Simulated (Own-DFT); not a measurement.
# Strain and stress in diamond-structure SiGeSn with randomly placed atoms, 64 atoms (Ge44Si16Sn4)

These are calculations, not measurements. They come from Own-DFT, an in-house plane-wave density functional program, since retired, whose code no person has reviewed. Each row is one single-point run on a periodic cell that was not relaxed, without spin or spin-orbit coupling.

Settings of every run: PBE; PseudoDojo norm-conserving scalar-relativistic files; cutoff 49 hartree; 3 x 3 x 3 k mesh centred on Gamma; Fermi-Dirac smearing of 0.1 eV.

Known limits: forces on such cells moved up to 12 meV/angstrom on a denser k mesh; stress not checked against mesh or cutoff.

Unstrained cell vectors in Å: (11.306, 0.000, 0.000); (0.000, 11.306, 0.000); (0.000, 0.000, 11.306). The unstrained cell has measured lattice constants (interpolated for alloys), not those of this functional. That, the random moves and any unrelaxed bonds set the pressure at no strain. Each run strains this cell uniformly, with the atoms carried along. Every atom was also moved at random, by a Gaussian of width 0.05 Å on each axis. The random placing of the alloy's atoms differs from row to row. Strain is the symmetric tensor, in per cent. Stress is positive in tension, and the pressure is minus a third of its trace.

| run | e_xx (%) | e_yy (%) | e_zz (%) | s_xx (GPa) | s_yy (GPa) | s_zz (GPa) | P (GPa) | E (meV/atom) |
|---|---|---|---|---|---|---|---|---|
| 1 | -0.50 | -0.50 | 0.00 | -4.98 | -5.07 | -4.74 | 4.93 | 4.4 |
| 2 | 0.75 | 0.75 | 0.00 | -2.88 | -2.82 | -3.36 | 3.02 | 0.0 |
| 3 | -3.00 | -3.00 | 0.00 | -10.83 | -10.92 | -8.44 | 10.07 | 81.5 |
| 4 | -1.25 | -1.25 | 0.00 | -6.76 | -6.86 | -5.89 | 6.50 | 37.0 |
| 5 | 2.00 | 2.00 | 0.00 | -0.88 | -1.06 | -2.29 | 1.41 | 3.1 |
| 6 | -2.25 | -2.25 | 0.00 | -9.13 | -9.09 | -7.51 | 8.58 | 67.6 |
| 7 | -2.00 | -2.00 | 0.00 | -8.37 | -8.40 | -6.80 | 7.85 | 50.9 |
| 8 | 1.75 | 1.75 | 0.00 | -1.58 | -1.67 | -2.54 | 1.93 | 16.1 |
| 9 | -2.50 | -2.50 | 0.00 | ? | ? | ? | ? | ? |

E is the free energy for each atom above the lowest run shown.

## Worked fit

The change of volume is close to e_xx + e_yy + e_zz. A straight line through the runs shown gives P = 4.61 - 85 x (fractional change of volume) GPa, with an error of 4 on the slope and a scatter of 0.37 GPa. The strain isn't the same on all axes, but the crystal is cubic, so the slope still estimates the bulk modulus, averaged over pressures from 1.4 to 10.1 GPa.

## Withheld run

Question: what pressure should run 9 give? Its volume changes by -4.94 %.

The line gives 8.8 GPa. The calculation gave 8.65 GPa.
